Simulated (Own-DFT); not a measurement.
Simulation results for Si₃N₄ (beta silicon nitride, atoms displaced)

Computed with Own-DFT development build. A calculation, not a measurement: plane-wave PBE density functional theory by an unreviewed code, no spin, of a simulated periodic cell, stress positive in tension, free energy of the whole cell less one offset for each atom, some atoms lie very close together; forces on such cells passed a denser k mesh, this cell's mesh not checked; offsets are fitted by least squares, one for each functional and potential file, so energies compare only between cells with the same atoms and settings and are not formation energies; the far tail of each file's local potential was reset to the Coulomb form; each entry is a single point on an unrelaxed cell, so the pressure reflects the starting lattice, mostly measured values (interpolated for alloys), from which strain is counted, and rises with the displacements; printed positions are rounded, which can move forces by about a meV/angstrom; the program, named Own-DFT, is a retired in-house code; no spin-orbit coupling; before rounding, a Quantum ESPRESSO 7.3.1 run of the same cell and cutoff gave forces within 1 meV/angstrom rms on each cell, which checks the program and not the settings.

Settings shared by all entries: functional PBE; potential files PseudoDojo norm-conserving, scalar-relativistic, standard set; wave cutoff 42 hartree; occupations Fermi-Dirac; smearing width 0.1 eV; k mesh 3 x 3 x 3 centred on Gamma.

(1) Si₃N₄ (beta silicon nitride, atoms displaced)

```
cell vectors (Å)
   7.6060     0.0000     0.0000
  -3.8030     6.5870     0.0000
   0.0000     0.0000     8.7270
atoms (fractions of the cell vectors)
Si  0.19071  0.81693  0.09316
Si  0.25611  0.39208  0.10819
Si  0.62132  0.83417  0.09076
Si  0.81477  0.23173  0.27518
Si  0.80107  0.61321  0.27666
Si  0.37322  0.14349  0.24999
N   0.32147  0.03862  0.09196
N   0.96288  0.32168  0.07956
N   0.70102  0.67003  0.07488
N   0.65851  0.02160  0.26215
N   0.01383  0.67314  0.24125
N   0.31027  0.32388  0.25470
N   0.33413  0.66461  0.08333
N   0.64890  0.32236  0.24562
Si  0.15223  0.75663  0.41004
Si  0.17553  0.37922  0.41325
Si  0.61203  0.82567  0.41988
Si  0.85956  0.24605  0.58877
Si  0.75014  0.60390  0.55866
Si  0.38125  0.16194  0.58332
N   0.35461  0.04501  0.42503
N   0.97291  0.29126  0.44298
N   0.73625  0.70179  0.40810
N   0.63751  0.95471  0.59428
N   0.04584  0.70978  0.56611
N   0.31091  0.36901  0.57479
N   0.31748  0.64444  0.46141
N   0.68380  0.33115  0.60022
Si  0.10492  0.72503  0.75222
Si  0.22448  0.42575  0.75458
Si  0.57608  0.81049  0.75512
Si  0.81430  0.23882  0.89657
Si  0.74387  0.56112  0.90743
Si  0.40825  0.12468  0.89626
N   0.34225  0.01498  0.75057
N   0.95822  0.29601  0.75611
N   0.71860  0.69293  0.74892
N   0.71155  0.97995  0.93069
N   0.04510  0.70865  0.89339
N   0.29821  0.29563  0.90338
N   0.32906  0.67450  0.76355
N   0.67721  0.34714  0.92004
```

The calculation gives: free energy of cell above offsets 33.819 eV; pressure 27.22 GPa; stress xx -20.69 GPa; stress yy -23.11 GPa; stress zz -37.87 GPa; stress yz 4.19 GPa; stress xz 11.85 GPa; stress xy -2.39 GPa.

Force:
| element | x (eV/Å) | y (eV/Å) | z (eV/Å) |
| --- | --- | --- | --- |
| Si | 1.505 | -17.81 | -3.426 |
| Si | -7.709 | 3.836 | -12.27 |
| Si | -4.227 | 0.561 | -0.226 |
| Si | 1.649 | 13.45 | -5.208 |
| Si | -8.983 | -10.26 | -10.31 |
| Si | 4.575 | 7.46 | 6.289 |
| N | 1.121 | 5.288 | -5.793 |
| N | 2.564 | -0.556 | 2.788 |
| N | 2.887 | -1.187 | 2.488 |
| N | 0.121 | -19.61 | -0.147 |
| N | 10.01 | 5.72 | -0.854 |
| N | -0.833 | -1.607 | 7.509 |
| N | 0.918 | 2.519 | 1.68 |
| N | 0.1 | 3.908 | 1.938 |
| Si | 8.614 | 2.805 | -2.078 |
| Si | 24.46 | 12.76 | -2.59 |
| Si | -8.356 | 2.691 | 1.193 |
| Si | -10.83 | -6.141 | 6.813 |
| Si | 4.684 | -5.509 | 11.4 |
| Si | 1.732 | 4.267 | 4.017 |
| N | -2.199 | -5.539 | -3.799 |
| N | -14.62 | -7.776 | -6.46 |
| N | -4.072 | 4.009 | -0.342 |
| N | 2.924 | 2.59 | -2.294 |
| N | -7.093 | -2.803 | 5.117 |
| N | 1.921 | -4.273 | 1.564 |
| N | -0.703 | 1.983 | -5.206 |
| N | -3.158 | 2.133 | -1.98 |
| Si | 15.22 | 6.268 | -28.15 |
| Si | 4.358 | -3.128 | 1.414 |
| Si | 1.5 | 2.73 | 1.464 |
| Si | 1.796 | -2.464 | 9.521 |
| Si | -2.786 | 14.29 | 0.536 |
| Si | -2.471 | 10.79 | 8.971 |
| N | -1.687 | -5.373 | -9.751 |
| N | 5.528 | 3.296 | -2.79 |
| N | 0.642 | -2.086 | -2.023 |
| N | -2.839 | -0.29 | -2.941 |
| N | -12.47 | -3.452 | 31.98 |
| N | -1.064 | 1.694 | 1.555 |
| N | -2.73 | -1.585 | 0.329 |
| N | 0.007 | -13.61 | 0.064 |

(2) Si₃N₄ (beta silicon nitride, atoms displaced)

```
cell vectors (Å)
   7.6060     0.0000     0.0000
  -3.8030     6.5870     0.0000
   0.0000     0.0000     8.7270
atoms (fractions of the cell vectors)
Si  0.14888  0.76457  0.07476
Si  0.27597  0.41952  0.09428
Si  0.58422  0.82034  0.06156
Si  0.81784  0.22396  0.28270
Si  0.74866  0.59012  0.24569
Si  0.40264  0.17178  0.24880
N   0.37637  0.06153  0.08000
N   0.00062  0.32230  0.09031
N   0.71176  0.69423  0.03118
N   0.64794  0.95197  0.25764
N   0.06148  0.71658  0.25790
N   0.28773  0.29365  0.26747
N   0.34993  0.70349  0.09098
N   0.64839  0.31145  0.23887
Si  0.17112  0.77409  0.40416
Si  0.23515  0.40319  0.41988
Si  0.58845  0.78874  0.43196
Si  0.83520  0.22593  0.57550
Si  0.74543  0.55497  0.59312
Si  0.40492  0.16997  0.57134
N   0.33875  0.05717  0.42401
N   0.95700  0.26819  0.42105
N   0.69809  0.67624  0.43409
N   0.66640  0.93681  0.61325
N   0.03872  0.68010  0.55539
N   0.27850  0.33739  0.58765
N   0.31518  0.68720  0.43498
N   0.70382  0.32960  0.58578
Si  0.18700  0.76936  0.72296
Si  0.23783  0.40580  0.76346
Si  0.63626  0.84365  0.73514
Si  0.81367  0.20877  0.92234
Si  0.77884  0.59186  0.88958
Si  0.44518  0.19514  0.89879
N   0.33365  0.02947  0.72395
N   0.96449  0.28543  0.78303
N   0.67720  0.65819  0.76235
N   0.68003  0.97100  0.94020
N   0.01315  0.70416  0.91959
N   0.26021  0.29613  0.93237
N   0.33831  0.67841  0.74956
N   0.68809  0.37249  0.89581
```

The calculation gives: free energy of cell above offsets 29.108 eV; pressure 28.66 GPa; stress xx -23.88 GPa; stress yy -23.14 GPa; stress zz -38.96 GPa; stress yz 12.39 GPa; stress xz -4.99 GPa; stress xy 5.57 GPa.

Force:
| element | x (eV/Å) | y (eV/Å) | z (eV/Å) |
| --- | --- | --- | --- |
| Si | 5.186 | 2.312 | 1.219 |
| Si | -5.772 | 0.602 | 0.346 |
| Si | 1.639 | -3.229 | 10.67 |
| Si | -2.286 | -3.057 | -11.9 |
| Si | 2.043 | 0.141 | -1.437 |
| Si | 2.873 | -3.737 | -0.433 |
| N | -1.708 | -3.622 | -3.093 |
| N | -3.048 | -1.327 | 1.913 |
| N | -0.346 | -2.21 | 7.975 |
| N | 1.887 | 0.473 | 1.688 |
| N | -9.39 | -3.734 | -10.45 |
| N | -5.06 | 6.03 | -1.024 |
| N | -3.584 | -6.448 | -0.176 |
| N | 3.293 | 6.336 | 1.686 |
| Si | 2.204 | 6.403 | 6.208 |
| Si | -3.411 | 1.857 | -0.841 |
| Si | -13.1 | 9.562 | -2.448 |
| Si | 3.734 | -4.122 | 7.972 |
| Si | 1.041 | 6.786 | -1.016 |
| Si | -0.427 | 5.544 | 5.824 |
| N | -0.006 | -6.898 | -7.536 |
| N | 6.41 | 3.046 | 2.74 |
| N | 10.52 | -8.425 | -1.348 |
| N | -3.433 | 25.4 | -40.82 |
| N | -5.534 | -1.369 | 6.589 |
| N | 4.813 | -1.945 | 1.198 |
| N | 10.24 | -5.137 | -0.577 |
| N | -8.031 | -2.061 | -0.518 |
| Si | -1.572 | -0.689 | 1.512 |
| Si | -3.429 | 1.47 | 1.634 |
| Si | -1.375 | -21.29 | 40.47 |
| Si | 1.096 | 6.129 | 5.682 |
| Si | -1.829 | 8.364 | 4.017 |
| Si | -4.629 | -2.803 | 2.495 |
| N | 0.343 | 0.901 | 4.347 |
| N | 2.697 | 1.456 | -8.757 |
| N | 1.661 | -2.239 | -6.73 |
| N | -0.219 | 5.023 | -11.86 |
| N | 5.468 | 3.087 | -3.646 |
| N | 4.992 | 0.175 | -3.405 |
| N | 3.313 | -2.052 | 1.241 |
| N | 2.734 | -14.71 | 0.592 |

(3) Si₃N₄ (beta silicon nitride, atoms displaced)

```
cell vectors (Å)
   7.6060     0.0000     0.0000
  -3.8030     6.5870     0.0000
   0.0000     0.0000     8.7270
atoms (fractions of the cell vectors)
Si  0.15466  0.75590  0.07111
Si  0.17919  0.35818  0.07728
Si  0.56271  0.81008  0.10162
Si  0.78919  0.20187  0.23483
Si  0.75212  0.58518  0.23736
Si  0.43310  0.20387  0.24841
N   0.34256  0.03873  0.06393
N   0.98786  0.29746  0.08631
N   0.69633  0.70288  0.08730
N   0.66485  0.98792  0.22253
N   0.01371  0.71535  0.27040
N   0.32771  0.37035  0.23314
N   0.33457  0.68911  0.10411
N   0.68969  0.35927  0.26310
Si  0.19764  0.76823  0.42021
Si  0.23620  0.41709  0.43220
Si  0.61003  0.79932  0.44146
Si  0.83218  0.24301  0.56924
Si  0.74890  0.62775  0.58219
Si  0.41763  0.16813  0.58996
N   0.31993  0.05418  0.40614
N   0.93304  0.28735  0.41778
N   0.72126  0.69115  0.43461
N   0.66087  0.97935  0.59516
N   0.00005  0.69394  0.54683
N   0.30606  0.30090  0.60550
N   0.33766  0.70900  0.39049
N   0.70284  0.31731  0.54299
Si  0.16837  0.76956  0.72960
Si  0.25330  0.41195  0.76091
Si  0.66057  0.87454  0.73591
Si  0.83613  0.21283  0.94448
Si  0.72194  0.57982  0.91820
Si  0.42477  0.16284  0.90854
N   0.30550  0.01447  0.75292
N   0.92498  0.23970  0.74051
N   0.66238  0.61984  0.72347
N   0.66123  0.93431  0.93409
N   0.05149  0.67469  0.88916
N   0.26892  0.31044  0.92773
N   0.31557  0.65033  0.74058
N   0.66647  0.34275  0.92812
```

It finds free energy of cell above offsets 40.050 eV; pressure 33.61 GPa; stress xx -46.29 GPa; stress yy -24.26 GPa; stress zz -30.27 GPa; stress yz 8.73 GPa; stress xz 3 GPa; stress xy 5.66 GPa.

Force:
| element | x (eV/Å) | y (eV/Å) | z (eV/Å) |
| --- | --- | --- | --- |
| Si | 0.961 | 2.386 | 1.873 |
| Si | 32.47 | 14.91 | 2.088 |
| Si | 0.674 | 2.121 | -3.475 |
| Si | 3.611 | 15.52 | 5.646 |
| Si | 1.948 | 7.093 | 1.171 |
| Si | -3.391 | -3.105 | -1.4 |
| N | -0.688 | -1.844 | 5.363 |
| N | -31.68 | -10.1 | 5.064 |
| N | 6.31 | -5.572 | -0.519 |
| N | -0.309 | -10.98 | 4.258 |
| N | 1.208 | -0.077 | -5.276 |
| N | 0.43 | -1.301 | 3.403 |
| N | -7.005 | -7.168 | -1.475 |
| N | -0.38 | -5.634 | -1.985 |
| Si | -23.39 | 8.123 | 0.525 |
| Si | -0.901 | -1.938 | -2.406 |
| Si | -15.68 | 9.576 | -1.68 |
| Si | 11.44 | -7.87 | 10.93 |
| Si | 19.78 | -7.806 | -4.973 |
| Si | 3.902 | -0.874 | -3.603 |
| N | 1.527 | -1.592 | 1.508 |
| N | 10.69 | 2.77 | -10.66 |
| N | 1.364 | -2.159 | -15.11 |
| N | -1.606 | 0.503 | -11.71 |
| N | 3.713 | 2.015 | 5.836 |
| N | -4.768 | 4.782 | -1.772 |
| N | 22.9 | -8.882 | -0.084 |
| N | -25.61 | 7.45 | 1.022 |
| Si | 0.773 | -3.716 | -2.324 |
| Si | -2.773 | -2.111 | -1.157 |
| Si | -0.177 | -6.287 | 12.6 |
| Si | -3.779 | -2.166 | -9.634 |
| Si | 2.497 | 2.951 | -0.75 |
| Si | -3.575 | 0.201 | -0.32 |
| N | 1.876 | 3.703 | -1.417 |
| N | 3.681 | 1.743 | 5.369 |
| N | -8.506 | 2.723 | 19.27 |
| N | 0.465 | 4.649 | -4.279 |
| N | -5.666 | -1.666 | 5.156 |
| N | 3.967 | -0.458 | -3.51 |
| N | 1.2 | 2.307 | -1.594 |
| N | 2.51 | -2.234 | 0.038 |

(4) Si₃N₄ (beta silicon nitride, atoms displaced)

```
cell vectors (Å)
   7.6060     0.0000     0.0000
  -3.8030     6.5870     0.0000
   0.0000     0.0000     8.7270
atoms (fractions of the cell vectors)
Si  0.19798  0.79362  0.08355
Si  0.22835  0.39988  0.09433
Si  0.57854  0.87375  0.08681
Si  0.86250  0.27123  0.23287
Si  0.77046  0.58707  0.27976
Si  0.37945  0.16775  0.26064
N   0.31775  0.05154  0.09283
N   0.97014  0.29256  0.09463
N   0.72332  0.71038  0.07560
N   0.66151  0.94972  0.24133
N   0.04680  0.70123  0.27245
N   0.29674  0.35690  0.23787
N   0.34273  0.64442  0.08532
N   0.65635  0.32980  0.28102
Si  0.15046  0.74178  0.43415
Si  0.25579  0.41975  0.43556
Si  0.57084  0.79992  0.38608
Si  0.83829  0.23303  0.58020
Si  0.79283  0.59315  0.60127
Si  0.40363  0.19075  0.58901
N   0.32553  0.05556  0.41827
N   0.97759  0.29329  0.41542
N   0.68149  0.65356  0.41285
N   0.70622  0.00525  0.59117
N   0.05429  0.73513  0.59312
N   0.29605  0.32587  0.59538
N   0.34679  0.66103  0.43422
N   0.67914  0.32248  0.56066
Si  0.15756  0.74292  0.74842
Si  0.20001  0.39223  0.75011
Si  0.61034  0.84380  0.76310
Si  0.80463  0.19142  0.94526
Si  0.74328  0.56274  0.92403
Si  0.40009  0.18585  0.92712
N   0.33733  0.03982  0.70504
N   0.96821  0.27944  0.75486
N   0.66562  0.67213  0.75185
N   0.64581  0.98511  0.93249
N   0.02952  0.68465  0.90306
N   0.33478  0.36932  0.92115
N   0.31672  0.66543  0.74087
N   0.66631  0.35673  0.87720
```

Results for Si₃N₄ (beta silicon nitride, atoms displaced): free energy of cell above offsets 27.724 eV; pressure 27.73 GPa; stress xx -16.26 GPa; stress yy -31.96 GPa; stress zz -34.98 GPa; stress yz 3.54 GPa; stress xz 2.37 GPa; stress xy -1.6 GPa.

Force:
| element | x (eV/Å) | y (eV/Å) | z (eV/Å) |
| --- | --- | --- | --- |
| Si | -1.695 | -5.765 | -0.284 |
| Si | -1.913 | 2.044 | -10.85 |
| Si | 1.988 | -13.94 | -1.807 |
| Si | -10.56 | -3.574 | 18.46 |
| Si | 1.373 | 0.846 | -8.271 |
| Si | 0.674 | 5.747 | -0.429 |
| N | 1.139 | -2.28 | -2.122 |
| N | 5.902 | 0.87 | -13.26 |
| N | 1.738 | -2.087 | 1.061 |
| N | 0.702 | 8.202 | 6.266 |
| N | -2.651 | -1.666 | -5.776 |
| N | 7.574 | -5.006 | 12.64 |
| N | -4.724 | 8.733 | -0.302 |
| N | 2.422 | -0.999 | -4.067 |
| Si | 7.178 | 4.929 | -1.761 |
| Si | -1.787 | -4.139 | -3.507 |
| Si | 5.263 | 4.126 | 4.681 |
| Si | 0.015 | 3.883 | -0.181 |
| Si | -5.62 | -1.075 | -1.079 |
| Si | 3.874 | 6.47 | -10.49 |
| N | -0.421 | -5.098 | 2.391 |
| N | 1.787 | 2.238 | -1.33 |
| N | -1.304 | 1.706 | 5.696 |
| N | -1.234 | -12.01 | 0.799 |
| N | -7.062 | -3.508 | -1.559 |
| N | -2.372 | 2.545 | -0.137 |
| N | -7.254 | 1.118 | 0.64 |
| N | -2.51 | 5.177 | 2.319 |
| Si | 3.479 | 6.128 | 2.771 |
| Si | 8.198 | 5.566 | 2.094 |
| Si | -5.095 | 1.45 | -5.535 |
| Si | 3.282 | 18.31 | -5.884 |
| Si | -3.383 | 18.41 | 4.196 |
| Si | 0.694 | 1.401 | -5.851 |
| N | 0.485 | -11.43 | 17.12 |
| N | -6.045 | -2.79 | 2.942 |
| N | 8.054 | -4.445 | -0.029 |
| N | -3.58 | -9.523 | -5.908 |
| N | -2.194 | 0.146 | 5.468 |
| N | -2.873 | -2.341 | -0.056 |
| N | 4.646 | -0.923 | 0.799 |
| N | 3.806 | -17.45 | 0.123 |
